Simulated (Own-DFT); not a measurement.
# A change of arrangement and its cost: C34N2Si36, 72 atoms

These are calculations, not measurements. They come from Own-DFT, an in-house plane-wave density functional program, since retired, whose code no person has reviewed. Each row is one single-point run on a periodic cell that was not relaxed, without spin or spin-orbit coupling.

Settings of every run: PBE; PseudoDojo norm-conserving scalar-relativistic files; cutoff 42 hartree; 4 x 4 x 3 k mesh centred on Gamma; Fermi-Dirac smearing of 0.1 eV.

Known limits: not probed for a lower state with spin; forces on such cells passed a denser k mesh, each cell not checked; stress not checked against mesh or cutoff.

All cells hold the same atoms in the same cell, with vectors in Å (9.248, 0.000, 0.000); (-4.624, 8.009, 0.000); (0.000, 0.000, 10.068). Every atom was moved at random from its ideal site; u is the rms move along one axis. The defect's site can differ from row to row. E is the free energy of the cell above the lowest run. The arrangements:

- A: 4H SiC, with two N on a C site each, 3.1 Å apart
- B: 2H SiC, with two N on a C site each, 3.1 Å apart

```
arrangement,u (Å),E (eV),P (GPa)
A,0.0302,0.000,2.71
A,0.0313,0.059,2.75
A,0.0315,0.413,2.84
A,0.0502,5.120,4.44
A,0.0521,5.332,4.49
A,0.0533,4.455,4.18
B,0.0299,0.893,2.85
B,0.0302,0.996,2.92
B,0.0310,1.073,2.94
B,0.0481,4.309,3.87
B,0.0488,4.453,3.92
B,0.0523,5.611,4.55
```

Question: once the cost of the random moves is taken out, how do the arrangements rank?

## Worked answer

Fit E = a + b u², with one b for all and one a for each arrangement, and with residuals divided by u², since the noise grows with the moves. Then b = 2621 eV/Å², the scatter at u = 0.04 Å is 0.30 eV, and against A:

- B: 0.86 ± 0.13 eV (higher)

These are energies of unrelaxed cells. Relaxing the atoms lowers the strained arrangements most, so the gaps would shrink and small ones could change sign.
